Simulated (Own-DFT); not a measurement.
# Computed records: GaP (zincblende, strained, atoms displaced), SiC (twinned 3C silicon carbide, atoms displaced)

A calculation, not a measurement: plane-wave PBE density functional theory by an unreviewed code, no spin, of a simulated periodic cell, stress positive in tension, free energy of the whole cell less one offset for each atom, forces on such cells passed a denser k mesh, this cell's mesh not checked; offsets are fitted by least squares, one for each functional and potential file, so energies compare only between cells with the same atoms and settings and are not formation energies; the far tail of each file's local potential was reset to the Coulomb form; each entry is a single point on an unrelaxed cell, so the pressure reflects the starting lattice, mostly measured values (interpolated for alloys), from which strain is counted, and rises with the displacements; printed positions are rounded, which can move forces by about a meV/angstrom; the program, named Own-DFT, is a retired in-house code; no spin-orbit coupling. Program: Own-DFT development build.

Settings shared by all entries: functional PBE; potential files PseudoDojo norm-conserving, scalar-relativistic, standard set; wave cutoff 42 hartree; occupations Fermi-Dirac; smearing width 0.1 eV.

```yaml
- entry: 1
  formula: GaP
  kind: "zincblende, strained, atoms displaced"
  structure:
    cell_angstrom: [[10.862, 0.0, 0.0], [0.0, 10.862, 0.0], [0.0, 0.0, 10.9361]]
    atoms_fractional:
      - [Ga, 0.99866, 0.00426, 0.00475]
      - [Ga, 0.99746, 0.2448, 0.25569]
      - [Ga, 0.24998, 0.9917, 0.24756]
      - [Ga, 0.2458, 0.24622, 0.9943]
      - [P, 0.13271, 0.12083, 0.12308]
      - [P, 0.12039, 0.3811, 0.37085]
      - [P, 0.37305, 0.1255, 0.36841]
      - [P, 0.36892, 0.37269, 0.1258]
      - [Ga, 0.9936, 0.00104, 0.50015]
      - [Ga, 0.99498, 0.24601, 0.74894]
      - [Ga, 0.25285, 0.00765, 0.75153]
      - [Ga, 0.2431, 0.25179, 0.50309]
      - [P, 0.11703, 0.12694, 0.618]
      - [P, 0.12181, 0.38113, 0.87505]
      - [P, 0.37387, 0.11586, 0.87613]
      - [P, 0.37246, 0.38403, 0.62002]
      - [Ga, 0.9968, 0.49939, 0.00519]
      - [Ga, 0.99963, 0.74853, 0.23989]
      - [Ga, 0.25394, 0.50553, 0.24887]
      - [Ga, 0.24457, 0.75245, 0.99587]
      - [P, 0.12393, 0.62574, 0.12436]
      - [P, 0.12361, 0.86646, 0.36776]
      - [P, 0.37575, 0.63355, 0.37349]
      - [P, 0.37194, 0.86849, 0.12682]
      - [Ga, 0.9977, 0.50046, 0.49984]
      - [Ga, 0.003, 0.75032, 0.75024]
      - [Ga, 0.25086, 0.50104, 0.74762]
      - [Ga, 0.2471, 0.74713, 0.49794]
      - [P, 0.12393, 0.62011, 0.63168]
      - [P, 0.12639, 0.8695, 0.8777]
      - [P, 0.36497, 0.6298, 0.87091]
      - [P, 0.37735, 0.87622, 0.62357]
      - [Ga, 0.49547, 0.0049, 0.99987]
      - [Ga, 0.49681, 0.2514, 0.24537]
      - [Ga, 0.74403, 6.0e-05, 0.25412]
      - [Ga, 0.74937, 0.25306, 0.00109]
      - [P, 0.6271, 0.1261, 0.1215]
      - [P, 0.6274, 0.37577, 0.37233]
      - [P, 0.87535, 0.1199, 0.37939]
      - [P, 0.87508, 0.37706, 0.11537]
      - [Ga, 0.50423, 0.00259, 0.49948]
      - [Ga, 0.49828, 0.26061, 0.74678]
      - [Ga, 0.74725, 0.00221, 0.75841]
      - [Ga, 0.74783, 0.2518, 0.49858]
      - [P, 0.62477, 0.12273, 0.62693]
      - [P, 0.62178, 0.37082, 0.87472]
      - [P, 0.87882, 0.12089, 0.87892]
      - [P, 0.87163, 0.37496, 0.61945]
      - [Ga, 0.49435, 0.49925, 0.99828]
      - [Ga, 0.49703, 0.75154, 0.25436]
      - [Ga, 0.74792, 0.49889, 0.25458]
      - [Ga, 0.75275, 0.74633, 0.00151]
      - [P, 0.62222, 0.62515, 0.11938]
      - [P, 0.62942, 0.87166, 0.37595]
      - [P, 0.87121, 0.63229, 0.36694]
      - [P, 0.872, 0.87807, 0.12282]
      - [Ga, 0.50347, 0.49208, 0.49689]
      - [Ga, 0.50196, 0.75505, 0.75339]
      - [Ga, 0.75162, 0.50753, 0.75738]
      - [Ga, 0.74117, 0.74363, 0.50598]
      - [P, 0.619, 0.62413, 0.62489]
      - [P, 0.63039, 0.86728, 0.87355]
      - [P, 0.86959, 0.63171, 0.88041]
      - [P, 0.87394, 0.87605, 0.6237]
  settings:
    hardware: "one NVIDIA H100"
    k_mesh: "3 x 3 x 3 centred on Gamma"
  results:
    "free_energy_of_cell_above_offsets [eV]": "-33.856"
    "pressure [GPa]": 3.43
    "stress_xx [GPa]": -3.64
    "stress_yy [GPa]": -3.51
    "stress_zz [GPa]": -3.13
    "stress_yz [GPa]": 0.19
    "stress_xz [GPa]": -0.22
    "stress_xy [GPa]": -0.62
    force_element: [Ga, Ga, Ga, Ga, P, P, P, P, Ga, Ga, Ga, Ga, P, P, P, P, Ga, Ga, Ga, Ga, P, P, P, P, Ga, Ga, Ga, Ga, P, P, P, P, Ga, Ga, Ga, Ga, P, P, P, P, Ga, Ga, Ga, Ga, P, P, P, P, Ga, Ga, Ga, Ga, P, P, P, P, Ga, Ga, Ga, Ga, P, P, P, P]
    "force_x [eV/angstrom]": [0.618, 0.293, 0.046, 0.176, -0.91, 0.478, -0.044, 0.163, 0.832, 0.124, -0.995, 0.401, 0.68, 0.052, 0.308, -0.163, 0.465, -0.423, -0.355, 0.481, 0.299, -0.397, 0.078, 0.524, -0.222, -0.533, -0.197, -0.106, -0.268, -0.702, 1.157, -0.433, 0.794, 0.294, 0.538, 0.166, -0.369, -0.517, -0.842, -0.426, -0.492, -0.363, 0.431, -0.027, 0.015, 0.332, -0.681, -0.054, -0.237, 0.861, 0.369, -0.668, -0.169, -0.76, 0.19, -0.074, -0.265, -0.673, -0.413, 1.064, -0.065, -0.551, 1.513, -0.348]
    "force_y [eV/angstrom]": [-0.804, 0.281, 0.285, 0.409, 0.361, -0.3, -0.067, 0.23, -1.175, 0.687, -1.232, 0.231, -0.354, -0.779, 2.125, -1.077, 0.824, 0.358, -0.103, -0.583, -0.331, 0.809, -1.506, 0.443, 0.512, 0.134, -0.145, 0.293, 0.478, 1.668, -0.322, 0.16, -1.469, -0.13, -0.027, -0.436, -0.024, -0.808, 0.714, -0.697, -0.225, -1.139, -0.336, -0.527, 0.769, 0.87, 0.742, 0.339, 0.14, 0.128, 0.503, 0.758, -0.217, 0.212, -0.505, 0.033, 1.213, -0.467, -0.72, 0.486, -0.559, 1.002, -0.804, -0.325]
    "force_z [eV/angstrom]": [-0.154, -0.967, 0.296, 0.033, 0.617, 0.218, 0.82, -0.583, -0.267, 0.019, -0.95, -0.95, 0.995, -0.396, -0.425, 0.23, -0.832, 0.302, 0.154, 0.827, -0.394, 0.813, 0.619, -0.68, -0.34, 0.028, 0.479, 0.688, -1.106, -0.697, 0.301, -0.053, 0.464, 0.128, -0.45, -0.536, 0.441, -0.118, -0.68, 1.936, -0.422, -0.205, -0.629, 0.194, 0.123, 0.141, -0.217, 0.992, -0.151, -0.814, -1.22, 0.635, 0.878, 0.196, 0.984, 0.314, -0.31, -0.473, -0.723, -0.465, 0.6, 0.879, -0.644, 0.507]
    "wall_time [s]": 495.1
- entry: 2
  formula: SiC
  kind: "twinned 3C silicon carbide, atoms displaced"
  structure:
    cell_angstrom:
      - [6.5394, -6.5394, 0.0]
      - [0.0, 6.5394, -6.5394]
      - [8.7192, 8.7192, 8.7192]
    atoms_fractional:
      - [Si, 0.99987, 0.99957, 0.4379]
      - [C, 0.99941, 0.99803, 0.06144]
      - [Si, 0.11231, 0.2257, 0.10796]
      - [C, 0.10572, 0.21994, 0.23177]
      - [Si, 0.22166, 0.1136, 0.27]
      - [C, 0.22261, 0.11484, 0.39296]
      - [Si, 0.00413, 0.33815, 0.43925]
      - [C, 0.00394, 0.34242, 0.06243]
      - [Si, 0.114, 0.55457, 0.10591]
      - [C, 0.10993, 0.55503, 0.22898]
      - [Si, 0.2204, 0.44532, 0.26957]
      - [C, 0.2196, 0.4439, 0.39612]
      - [Si, 0.00403, 0.66718, 0.43816]
      - [C, 0.99937, 0.66807, 0.06127]
      - [Si, 0.11473, 0.88801, 0.10262]
      - [C, 0.11607, 0.8937, 0.23005]
      - [Si, 0.22141, 0.77952, 0.26936]
      - [C, 0.22309, 0.78438, 0.39398]
      - [Si, 0.33412, 0.99848, 0.42984]
      - [C, 0.32958, 0.99912, 0.06468]
      - [Si, 0.44894, 0.2234, 0.10665]
      - [C, 0.44534, 0.21846, 0.22603]
      - [Si, 0.55929, 0.11522, 0.26964]
      - [C, 0.55757, 0.11204, 0.39613]
      - [Si, 0.34038, 0.33734, 0.43866]
      - [C, 0.33793, 0.33579, 0.0636]
      - [Si, 0.44358, 0.55663, 0.10543]
      - [C, 0.44297, 0.55845, 0.22857]
      - [Si, 0.54982, 0.44179, 0.27021]
      - [C, 0.56282, 0.44995, 0.39637]
      - [Si, 0.33646, 0.66377, 0.43883]
      - [C, 0.33916, 0.66855, 0.06408]
      - [Si, 0.44471, 0.88709, 0.10585]
      - [C, 0.44125, 0.88615, 0.22934]
      - [Si, 0.56085, 0.78083, 0.27127]
      - [C, 0.55315, 0.77439, 0.39723]
      - [Si, 0.66949, 0.99628, 0.439]
      - [C, 0.6688, 0.00169, 0.06219]
      - [Si, 0.77626, 0.21826, 0.10484]
      - [C, 0.77644, 0.22275, 0.2284]
      - [Si, 0.87883, 0.10938, 0.26812]
      - [C, 0.89293, 0.10895, 0.3962]
      - [Si, 0.66637, 0.33161, 0.43502]
      - [C, 0.66955, 0.33827, 0.0621]
      - [Si, 0.77498, 0.55098, 0.10252]
      - [C, 0.77402, 0.55289, 0.22949]
      - [Si, 0.89015, 0.44939, 0.27066]
      - [C, 0.88996, 0.44335, 0.396]
      - [Si, 0.67062, 0.66871, 0.43959]
      - [C, 0.67222, 0.67004, 0.06451]
      - [Si, 0.77928, 0.88875, 0.10262]
      - [C, 0.77584, 0.88609, 0.23363]
      - [Si, 0.88451, 0.77317, 0.26652]
      - [C, 0.88938, 0.78019, 0.39535]
      - [Si, 0.00406, 0.00257, 0.93981]
      - [C, 0.99639, 0.99946, 0.56478]
      - [Si, 0.89596, 0.78578, 0.60483]
      - [C, 0.88741, 0.77766, 0.73072]
      - [Si, 0.77478, 0.8821, 0.77299]
      - [C, 0.77673, 0.89109, 0.89416]
      - [Si, 0.00211, 0.66613, 0.93708]
      - [C, 0.99848, 0.67108, 0.56548]
      - [Si, 0.89022, 0.44449, 0.60541]
      - [C, 0.89897, 0.44579, 0.72938]
      - [Si, 0.78778, 0.55432, 0.77165]
      - [C, 0.77255, 0.55193, 0.89478]
      - [Si, 0.99474, 0.3268, 0.93672]
      - [C, 0.00114, 0.33766, 0.56387]
      - [Si, 0.89165, 0.10803, 0.60809]
      - [C, 0.89069, 0.10506, 0.73024]
      - [Si, 0.78157, 0.22657, 0.77149]
      - [C, 0.77034, 0.2184, 0.89524]
      - [Si, 0.66415, 0.99885, 0.93975]
      - [C, 0.66544, 0.99706, 0.56334]
      - [Si, 0.55425, 0.77637, 0.60026]
      - [C, 0.5534, 0.78204, 0.72714]
      - [Si, 0.44391, 0.89721, 0.77134]
      - [C, 0.44784, 0.89194, 0.89882]
      - [Si, 0.66986, 0.66566, 0.93894]
      - [C, 0.66607, 0.66263, 0.56358]
      - [Si, 0.55306, 0.43896, 0.60647]
      - [C, 0.55189, 0.4479, 0.72978]
      - [Si, 0.45002, 0.56073, 0.77298]
      - [C, 0.44492, 0.54906, 0.89631]
      - [Si, 0.66766, 0.33096, 0.93881]
      - [C, 0.66926, 0.3353, 0.56251]
      - [Si, 0.558, 0.11136, 0.60411]
      - [C, 0.56322, 0.11857, 0.73151]
      - [Si, 0.4493, 0.22462, 0.76828]
      - [C, 0.44461, 0.2247, 0.8949]
      - [Si, 0.33444, 0.00223, 0.93913]
      - [C, 0.33664, 0.00289, 0.56418]
      - [Si, 0.22195, 0.77887, 0.60326]
      - [C, 0.22285, 0.7721, 0.73073]
      - [Si, 0.11862, 0.89439, 0.77195]
      - [C, 0.11528, 0.88666, 0.89763]
      - [Si, 0.3318, 0.66816, 0.93815]
      - [C, 0.33945, 0.66687, 0.56198]
      - [Si, 0.22718, 0.4475, 0.60593]
      - [C, 0.22425, 0.44462, 0.72818]
      - [Si, 0.11167, 0.55386, 0.77123]
      - [C, 0.10536, 0.5514, 0.89357]
      - [Si, 0.33644, 0.3324, 0.93879]
      - [C, 0.33487, 0.33438, 0.56382]
      - [Si, 0.22641, 0.11609, 0.60241]
      - [C, 0.22972, 0.11955, 0.72635]
      - [Si, 0.11613, 0.22407, 0.77034]
      - [C, 0.11308, 0.22126, 0.89626]
  settings:
    hardware: "one NVIDIA H200"
    k_mesh: "4 x 4 x 2 centred on Gamma"
  results:
    "free_energy_of_cell_above_offsets [eV]": "-16.635"
    "pressure [GPa]": 3.55
    "stress_xx [GPa]": -3.21
    "stress_yy [GPa]": -3.83
    "stress_zz [GPa]": -3.59
    "stress_yz [GPa]": -0.22
    "stress_xz [GPa]": -0.07
    "stress_xy [GPa]": -0.54
    force_element: [Si, C, Si, C, Si, C, Si, C, Si, C, Si, C, Si, C, Si, C, Si, C, Si, C, Si, C, Si, C, Si, C, Si, C, Si, C, Si, C, Si, C, Si, C, Si, C, Si, C, Si, C, Si, C, Si, C, Si, C, Si, C, Si, C, Si, C, Si, C, Si, C, Si, C, Si, C, Si, C, Si, C, Si, C, Si, C, Si, C, Si, C, Si, C, Si, C, Si, C, Si, C, Si, C, Si, C, Si, C, Si, C, Si, C, Si, C, Si, C, Si, C, Si, C, Si, C, Si, C, Si, C, Si, C]
    "force_x [eV/angstrom]": [0.173, 1.163, -0.73, -0.18, -0.043, 0.926, -0.846, -0.63, -0.462, 0.133, 0.498, 0.695, -0.64, 0.65, -0.448, -1.573, 0.218, -0.064, 1.465, 1.128, -1.459, 0.811, -0.432, -0.28, -0.831, -0.088, 0.429, 0.293, 0.549, -1.109, -0.975, -0.971, -0.22, 1.079, -1.027, 0.325, -0.092, 0.137, 0.34, 0.066, 2.241, -0.794, 0.994, -0.334, 1.302, -0.442, -0.058, 0.016, -0.067, -0.989, 0.583, -0.888, 1.992, 0.056, -1.257, 0.778, -1.137, 0.928, -0.685, 1.125, -0.75, 0.138, -0.24, -1.192, -1.55, 1.444, 0.518, 0.428, -1.037, 0.42, 0.169, 1.142, -0.132, 0.617, 1.61, 0.516, 0.531, -1.113, -0.698, 0.489, 0.52, 1.385, -1.059, 0.44, -0.904, -0.131, 0.132, -1.056, 0.307, 0.279, 0.232, -0.938, 0.691, -0.13, -0.953, -0.474, -0.104, -1.238, -0.759, 0.735, 0.822, 1.125, -0.494, -0.397, -0.412, 0.018, -0.293, 0.001]
    "force_y [eV/angstrom]": [-0.337, 0.961, -0.989, -0.218, -0.179, 0.081, -0.452, -0.794, 0.549, 0.353, 0.334, -0.728, 0.919, -0.322, 1.301, -0.195, -0.002, -1.394, 2.111, -1.08, -0.521, 1.809, 0.097, -0.919, 0.141, 0.385, -1.027, -0.118, -0.065, -0.216, 0.612, 0.442, 0.209, -0.164, 0.989, -0.546, 0.322, 0.376, 0.177, 0.265, -0.256, 1.052, 0.619, -0.739, 0.645, -0.442, -0.225, 0.02, -0.13, 0.032, 0.526, -1.015, 0.663, -0.819, -0.777, -1.101, 0.606, -0.894, 0.121, 0.305, 0.237, -1.488, 0.141, 0.721, 1.105, -0.527, 0.137, -0.667, 0.762, 1.07, -1.16, -0.422, -1.002, -0.022, 0.216, 0.038, -1.191, 0.039, 0.449, 0.161, 0.041, -1.568, 0.265, 1.396, 0.454, -0.15, 0.064, -0.449, 1.254, -0.598, -0.186, -0.589, -0.17, 0.749, -0.037, 0.538, -0.965, 1.102, -0.007, 0.579, -0.833, -0.014, 0.326, -0.197, -0.147, -0.205, 0.249, 0.146]
    "force_z [eV/angstrom]": [-0.194, 0.033, -0.435, -0.767, 0.184, 0.495, 1.01, 1.748, -1.405, -0.221, 0.621, -0.464, -0.298, 0.837, 0.48, 0.216, 0.411, 1.638, 0.187, -0.749, -0.822, 0.298, 1.26, -0.19, 0.012, 0.633, -0.295, 0.65, -0.158, 0.305, -0.75, -0.014, -0.628, -0.487, 0.998, -0.597, -0.686, 0.774, -1.509, -0.476, 1.025, -0.792, 0.164, 1.603, -0.797, -0.271, 0.703, -0.448, -0.122, 0.477, 0.347, -1.816, 0.214, 0.317, -0.189, -1.257, 1.663, -0.036, -1.182, 1.243, 0.279, 0.081, -0.607, 0.355, -0.551, 0.053, -0.58, 0.632, -1.105, -0.302, 0.659, 0.074, -0.606, -0.504, 0.73, 0.507, 0.946, 0.026, -0.533, -0.33, -1.121, 0.256, -0.34, -0.916, -0.716, 0.441, -0.142, -0.202, -0.144, 0.71, -0.143, -0.365, 0.228, -1.432, 0.143, -0.742, 0.378, 0.199, -0.058, 0.282, -0.266, 0.478, -0.065, -0.431, 0.821, 1.361, 0.208, -0.137]
    "wall_time [s]": 661.8
```
